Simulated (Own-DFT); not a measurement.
# Point defects and the pressure they add: zincblende GaP

Calculated, not measured: single-point runs of Own-DFT, a retired in-house plane-wave DFT program that no person has reviewed, on unrelaxed cells, without spin or spin-orbit coupling.

Method: PBE; PseudoDojo norm-conserving scalar-relativistic files; cutoff 42 hartree; 2 x 3 x 3 k mesh centred on Gamma; Fermi-Dirac smearing of 0.1 eV.

Caveats (not all hold for every row): not probed for a lower state with spin; forces on such cells failed a check on a denser k mesh; forces on such cells moved up to 12 meV/angstrom on a denser k mesh; forces on such cells passed a denser k mesh, each cell not checked; stress not checked against mesh or cutoff.

All runs share one cell, with vectors in Å (16.352, 0.000, 0.000); (0.000, 10.901, 0.000); (0.000, 0.000, 10.901) and a volume of 1943.1 Å³. u is the rms random offset of the atoms per axis. The defect's site can differ from row to row.

```
                                     cell  formula   u (Å)  P (GPa)
                                no defect  Ga48P48  0.0196     2.71
                                no defect  Ga48P48  0.0212     2.74
                                no defect  Ga48P48  0.0512     3.28
one Ga on a P site and one P on a Ga site  Ga48P48  0.0299     2.92
one Ga on a P site and one P on a Ga site  Ga48P48  0.0312     2.93
one Ga on a P site and one P on a Ga site  Ga48P48  0.0494        ?
one Ga on a P site and one P on a Ga site  Ga48P48  0.0503     3.44
                          two P vacancies  Ga48P46  0.0276     2.36
                          two P vacancies  Ga48P46  0.0280     2.51
                          two P vacancies  Ga48P46  0.0513     2.89
                  two P on a Ga site each  Ga46P50  0.0291     2.98
                  two P on a Ga site each  Ga46P50  0.0492     3.25
                  two P on a Ga site each  Ga46P50  0.0532     3.32
```

## Worked fit

P = P0 + c u² + a shift for each defect gives P0 = 2.63 GPa, c = 242 ± 22 GPa/Å² and a scatter of 0.07 GPa. The shifts, and each times the cell's volume:

- one Ga on a P site and one P on a Ga site: 0.11 ± 0.06 GPa, 1.3 eV (not resolved)
- two P on a Ga site each: 0.06 ± 0.06 GPa, 0.7 eV (0.4 eV for each of its 2 sites) (not resolved)
- two P vacancies: -0.38 ± 0.06 GPa, -4.6 eV (-2.3 eV for each of its 2 sites)

A positive shift means that the defect pushes the cell outwards. Shift times volume (160.2 GPa Å³ is 1 eV) depends little on the cell's size, so, taken for each site, it can be compared between cells at like pressure. The atoms around the defects weren't relaxed, which would change these numbers.

## The run left out

Asked: what pressure belongs in the blank (one Ga on a P site and one P on a Ga site, u = 0.0494 Å)?

The fitted form gives 3.33 ± 0.08 GPa. The hidden result is 3.32 GPa.
